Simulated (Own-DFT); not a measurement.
## Calculated data, Hf36O71 (tetragonal hafnia with one neutral oxygen vacancy, atoms displaced)

All values are calculated (Own-DFT development build). A calculation, not a measurement: plane-wave PBE and HSE06 DFT by an unreviewed code, no spin, of a simulated cell at Gamma alone, so results move with cell size and shape, stress positive in tension, energies less offsets, not probed for a lower state with spin; hafnium file: forces about 75 meV/angstrom off all-electron values; oxygen file: force components 24 meV/angstrom off all-electron in a glass; k mesh not checked against a denser one; forces and stress are PBE's, HSE06 gives the energy alone, and its difference from PBE has offsets of its own; offsets are fitted by least squares, one for each functional and potential file, so energies compare only between cells with the same atoms and settings and are not formation energies; the far tail of each file's local potential was reset to the Coulomb form; each entry is a single point on an unrelaxed cell, so the pressure reflects the starting lattice, taken from the Materials Project, from which strain is counted, and rises with the displacements; printed positions are rounded, which can move forces by about a meV/angstrom; the program is a retired in-house code; no spin-orbit coupling.

```yaml
- formula: Hf36O71
  kind: "tetragonal hafnia with one neutral oxygen vacancy, atoms displaced"
  structure:
    cell_angstrom: [[10.78, 0.0, 0.0], [0.0, 10.78, 0.0], [0.0, 0.0, 10.4493]]
    atoms_fractional:
      - [Hf, 0.99964, 0.0024, 0.01947]
      - [Hf, 0.17545, 0.16737, 0.25193]
      - [O, 0.9992, 0.17263, 0.15005]
      - [O, 0.16117, 0.00977, 0.36204]
      - [O, 0.00231, 0.15799, 0.40583]
      - [O, 0.16601, 0.99211, 0.09618]
      - [Hf, 0.99021, 0.00229, 0.48892]
      - [Hf, 0.17218, 0.17592, 0.74842]
      - [O, 0.00833, 0.15392, 0.65032]
      - [O, 0.17313, 0.00126, 0.84675]
      - [O, 0.98929, 0.17524, 0.90474]
      - [O, 0.16326, 0.99497, 0.59371]
      - [Hf, 0.00734, 0.33006, 0.99922]
      - [Hf, 0.1691, 0.49886, 0.25191]
      - [O, 0.0089, 0.50733, 0.15195]
      - [O, 0.16776, 0.33207, 0.34178]
      - [O, 0.99345, 0.49952, 0.39336]
      - [O, 0.16591, 0.33561, 0.09571]
      - [Hf, 0.99756, 0.34001, 0.48843]
      - [Hf, 0.17968, 0.48832, 0.75656]
      - [O, 0.99939, 0.49029, 0.6639]
      - [O, 0.16532, 0.32633, 0.84265]
      - [O, 0.99245, 0.50397, 0.9124]
      - [O, 0.18367, 0.33997, 0.60507]
      - [Hf, 0.00011, 0.6725, 0.99559]
      - [Hf, 0.15923, 0.83618, 0.25307]
      - [O, 0.99991, 0.8309, 0.13838]
      - [O, 0.17814, 0.66047, 0.35336]
      - [O, 0.00571, 0.84336, 0.38453]
      - [O, 0.16352, 0.67599, 0.09372]
      - [Hf, 0.00683, 0.67351, 0.51702]
      - [Hf, 0.16088, 0.84363, 0.75322]
      - [O, 0.99937, 0.82195, 0.64702]
      - [O, 0.17315, 0.66676, 0.85009]
      - [O, 0.99813, 0.8402, 0.9171]
      - [O, 0.14605, 0.66831, 0.60358]
      - [Hf, 0.32722, 0.00372, 0.00377]
      - [Hf, 0.51183, 0.15898, 0.23453]
      - [O, 0.33981, 0.15757, 0.15533]
      - [O, 0.49561, 0.00867, 0.34581]
      - [O, 0.3308, 0.16774, 0.40286]
      - [O, 0.50644, 0.99158, 0.09925]
      - [Hf, 0.32831, 0.9993, 0.49556]
      - [Hf, 0.49407, 0.15774, 0.7527]
      - [O, 0.33144, 0.16718, 0.66163]
      - [O, 0.4974, 0.01173, 0.85406]
      - [O, 0.33147, 0.15165, 0.90476]
      - [O, 0.51161, 0.99897, 0.59043]
      - [Hf, 0.3327, 0.33445, 0.99453]
      - [Hf, 0.50121, 0.49445, 0.2342]
      - [O, 0.33357, 0.49732, 0.16166]
      - [O, 0.49744, 0.32973, 0.34769]
      - [O, 0.34532, 0.49804, 0.39944]
      - [O, 0.50255, 0.33824, 0.09404]
      - [Hf, 0.34856, 0.3261, 0.50008]
      - [Hf, 0.5016, 0.49088, 0.73724]
      - [O, 0.3287, 0.48968, 0.65883]
      - [O, 0.49833, 0.33544, 0.84853]
      - [O, 0.33651, 0.50573, 0.91249]
      - [O, 0.50475, 0.3388, 0.59886]
      - [Hf, 0.34237, 0.66199, 0.0067]
      - [Hf, 0.49205, 0.83434, 0.2375]
      - [O, 0.33861, 0.8275, 0.14811]
      - [O, 0.49059, 0.66033, 0.35029]
      - [O, 0.33463, 0.83109, 0.41021]
      - [O, 0.49516, 0.67468, 0.09717]
      - [Hf, 0.32381, 0.66282, 0.49792]
      - [Hf, 0.49021, 0.82942, 0.75284]
      - [O, 0.32182, 0.82189, 0.64708]
      - [O, 0.50808, 0.68296, 0.85255]
      - [O, 0.336, 0.83365, 0.91489]
      - [O, 0.5013, 0.65858, 0.58867]
      - [Hf, 0.67596, 0.0014, 0.00539]
      - [Hf, 0.84361, 0.16622, 0.24559]
      - [O, 0.82757, 0.99593, 0.35507]
      - [O, 0.6571, 0.16232, 0.40894]
      - [O, 0.8406, 0.00086, 0.09295]
      - [Hf, 0.66449, 0.99706, 0.4933]
      - [Hf, 0.84237, 0.1608, 0.73681]
      - [O, 0.66841, 0.17178, 0.66497]
      - [O, 0.82866, 0.99085, 0.8499]
      - [O, 0.66859, 0.16744, 0.90327]
      - [O, 0.81763, 0.00602, 0.60299]
      - [Hf, 0.65925, 0.32761, 0.00196]
      - [Hf, 0.83456, 0.49895, 0.25529]
      - [O, 0.66883, 0.50211, 0.15495]
      - [O, 0.82944, 0.3464, 0.356]
      - [O, 0.66988, 0.49766, 0.39558]
      - [O, 0.82168, 0.34288, 0.09597]
      - [Hf, 0.65335, 0.32247, 0.51604]
      - [Hf, 0.82218, 0.50262, 0.74203]
      - [O, 0.65438, 0.49756, 0.65696]
      - [O, 0.83043, 0.33381, 0.83677]
      - [O, 0.6707, 0.48294, 0.89067]
      - [O, 0.83132, 0.32625, 0.59497]
      - [Hf, 0.67744, 0.66806, 0.99638]
      - [Hf, 0.82907, 0.83896, 0.25145]
      - [O, 0.65112, 0.84837, 0.155]
      - [O, 0.84455, 0.65332, 0.34523]
      - [O, 0.6602, 0.83714, 0.40709]
      - [O, 0.83036, 0.65807, 0.10317]
      - [Hf, 0.67032, 0.65906, 0.50318]
      - [Hf, 0.83507, 0.82825, 0.74449]
      - [O, 0.66758, 0.8425, 0.66132]
      - [O, 0.84765, 0.66316, 0.86068]
      - [O, 0.65899, 0.83667, 0.892]
      - [O, 0.83108, 0.65455, 0.59864]
  settings:
    first_functional: PBE
    second_functional: HSE06
    exact_exchange_share: 0.25
    "screening [1/bohr]": 0.11
    exchange_divergence: Gygi-Baldereschi
    potential_files: "PseudoDojo norm-conserving, scalar-relativistic, made for PBE, standard set"
    "wave_cutoff [hartree]": 48.0
    occupations: fixed
    k_mesh: "1 x 1 x 1 centred on Gamma"
  results:
    "PBE_stress_zz [GPa]": null
```

Question: Estimate the PBE stress zz of Hf36O71 (tetragonal hafnia with one neutral oxygen vacancy, atoms displaced).
Answer: -5.2 GPa

Further results for Hf36O71 (tetragonal hafnia with one neutral oxygen vacancy, atoms displaced):

```
PBE energy of cell above offsets : -86.634 eV
HSE06 less PBE above offsets     : 0.637 eV
PBE pressure                     : 5.55 GPa
PBE stress xx                    : -9.02 GPa
PBE stress yy                    : -2.43 GPa
PBE stress yz                    : -0.06 GPa
PBE stress xz                    : -0.14 GPa
PBE stress xy                    : -0.1 GPa
```

Force:
```
element  x (eV/Å)  y (eV/Å)  z (eV/Å)
     Hf     1.358    -0.253    -5.062
     Hf     0.321     0.343     0.698
      O     1.212    -0.413     0.548
      O     1.023    -1.043    -2.356
      O    -1.033     3.082    -1.802
      O     0.185     0.574     2.417
     Hf     0.953    -0.686     3.008
     Hf    -1.902    -3.409    -1.133
      O     0.008     0.487    -0.296
      O    -0.448     0.881     0.283
      O     0.654     -2.22    -0.232
      O     0.081    -0.541     0.329
     Hf     -3.39      3.04    -0.511
     Hf    -1.294     0.774    -0.404
      O    -0.424    -0.748     0.672
      O    -0.566     -0.51     0.663
      O     1.817    -0.127     1.791
      O     1.896    -0.818    -0.117
     Hf    -0.404     0.554     1.643
     Hf    -3.894     2.975     0.072
      O     0.557     -0.03    -1.189
      O      0.67     1.542     3.063
      O     1.192    -1.963    -0.415
      O     -1.97    -1.046    -1.286
     Hf     0.655    -1.889     1.183
     Hf     0.933    -1.544    -0.983
      O    -1.001      0.93     2.905
      O    -0.809     1.348    -0.051
      O    -0.418    -1.538     0.773
      O     1.659    -0.088     1.235
     Hf    -4.771    -1.508    -4.738
     Hf     0.945    -1.577     0.458
      O    -1.226     1.397     0.142
      O    -0.497     0.136    -1.048
      O     0.555      0.81    -2.722
      O     6.565    -1.267     1.854
     Hf     2.026    -3.027    -0.126
     Hf      0.55    -0.009     2.326
      O    -0.885     0.469    -0.579
      O    -0.426    -0.989    -0.812
      O    -0.686    -0.311     0.206
      O    -1.248     2.088    -0.528
     Hf     0.678    -0.618     0.655
     Hf     2.477     0.428     0.525
      O     1.369    -0.226    -1.867
      O    -0.106    -2.576    -0.365
      O    -0.304     4.732    -0.542
      O    -3.722     0.563     1.418
     Hf     0.629    -0.356     0.601
     Hf     1.195     1.274      4.36
      O     -0.67    -0.104     -2.32
      O     0.341    -0.717    -0.625
      O     -1.21    -1.307     1.691
      O    -2.118    -0.865      0.72
     Hf    -2.271     1.708    -1.755
     Hf    -1.913     1.943     3.551
      O     2.293     1.361    -1.156
      O    -1.447    -1.279    -0.305
      O    -0.286    -2.709    -1.312
      O    -3.628    -0.065     2.454
     Hf    -3.309     2.934    -0.648
     Hf     0.012    -0.991     3.816
      O     -2.97     0.951     0.888
      O     0.483     0.933    -1.545
      O    -0.598     0.975    -1.092
      O     3.235    -1.061     0.669
     Hf     1.811     0.071     -0.66
     Hf     1.006     1.725    -0.278
      O     0.872     0.337     1.185
      O    -0.637    -3.905    -0.359
      O     0.136     0.505    -1.442
      O    -0.701     0.217     1.349
     Hf    -1.665    -0.379    -2.838
     Hf    -2.382     2.055     1.378
      O     0.758     1.151    -1.375
      O     0.639       1.4    -1.153
      O    -2.187     0.267     3.443
     Hf    -0.309    -0.075     1.057
     Hf    -0.728     1.062     2.788
      O    -1.741     0.794    -1.002
      O     0.579     0.724    -0.512
      O    -0.333    -0.611     1.606
      O     2.907    -0.383      -0.8
     Hf     3.139     0.601    -2.238
     Hf     0.145     0.017    -2.132
      O    -1.045     0.441    -1.414
      O     1.298    -4.547    -0.527
      O    -0.559     0.258     1.933
      O     1.885    -1.805     0.637
     Hf     5.688    -0.031    -4.361
     Hf     2.406    -2.354     2.941
      O     3.107     0.274    -2.846
      O     0.541    -0.377    -0.545
      O    -0.651     3.148     0.942
      O     0.551     0.209    -0.503
     Hf    -1.038    -0.678    -0.636
     Hf    -0.261     -3.08    -0.198
      O     5.093    -1.069    -0.751
      O    -0.955     5.018     1.023
      O     1.045    -2.515    -0.928
      O    -0.104     1.692    -0.407
     Hf    -2.132     0.149    -2.761
     Hf    -1.887     1.342      2.16
      O    -0.163    -1.571    -0.766
      O    -2.175     1.099    -2.001
      O      1.14    -0.474       2.4
      O     0.222     0.493      0.89
```
